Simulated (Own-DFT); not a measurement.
# Which defects push the lattice out? zincblende GaAs

Calculated, not measured: single-point runs of Own-DFT, a retired in-house plane-wave DFT program that no person has reviewed, on unrelaxed cells, without spin or spin-orbit coupling.

Common settings: PBE; PseudoDojo norm-conserving scalar-relativistic files; cutoff 42 hartree; 3 x 3 x 3 k mesh centred on Gamma; Fermi-Dirac smearing of 0.1 eV.

Known weak points (not all hold for every row): not probed for a lower state with spin; forces not confirmed at this smearing and k mesh; stress not checked against mesh or cutoff.

All runs share one cell, with vectors in Å (11.737, 0.000, 0.000); (0.000, 11.737, 0.000); (0.000, 0.000, 10.833) and a volume of 1492.4 Å³, strained against the parent crystal. u is the rms random offset of the atoms per axis. The defect's site can differ from row to row.

| cell | formula | u (Å) | P (GPa) |
|---|---|---|---|
| no defect | As32Ga32 | 0.0292 | 1.24 |
| no defect | As32Ga32 | 0.0319 | 1.30 |
| no defect | As32Ga32 | 0.0507 | 1.54 |
| one P on an As site | As31Ga32P | 0.0283 | 0.98 |
| one P on an As site | As31Ga32P | 0.0292 | ? |
| one P on an As site | As31Ga32P | 0.0292 | 0.99 |
| one P on an As site | As31Ga32P | 0.0294 | 1.04 |
| one In on a Ga site | As32Ga31In | 0.0470 | 2.09 |
| one In on a Ga site | As32Ga31In | 0.0511 | 2.14 |
| one In on a Ga site | As32Ga31In | 0.0547 | 2.29 |
| one Al on a Ga site | AlAs32Ga31 | 0.0272 | 1.18 |
| one Al on a Ga site | AlAs32Ga31 | 0.0319 | 1.26 |
| one Al on a Ga site | AlAs32Ga31 | 0.0477 | 1.53 |
| one As vacancy and one Ga vacancy | As31Ga31 | 0.0283 | 0.86 |
| one As vacancy and one Ga vacancy | As31Ga31 | 0.0309 | 0.96 |
| one As vacancy and one Ga vacancy | As31Ga31 | 0.0486 | 1.19 |

## Analysis

P = P0 + c u² + a shift for each defect gives P0 = 1.07 GPa, c = 196 ± 15 GPa/Å² and a scatter of 0.03 GPa. The shifts, and each times the cell's volume:

- one In on a Ga site: 0.59 ± 0.03 GPa, 5.5 eV
- one Al on a Ga site: -0.01 ± 0.03 GPa, -0.1 eV (not resolved)
- one P on an As site: -0.23 ± 0.03 GPa, -2.2 eV
- one As vacancy and one Ga vacancy: -0.34 ± 0.03 GPa, -3.2 eV

A positive shift means that the defect pushes the cell outwards. Shift times volume (160.2 GPa Å³ is 1 eV) depends little on the cell's size, so, taken for each site, it can be compared between cells at like pressure. The atoms around the defects weren't relaxed, which would change these numbers.

## Check

Asked: what pressure belongs in the blank (one P on an As site, u = 0.0292 Å)?

Estimate: 1.01 ± 0.04 GPa. The hidden result is 0.99 GPa.
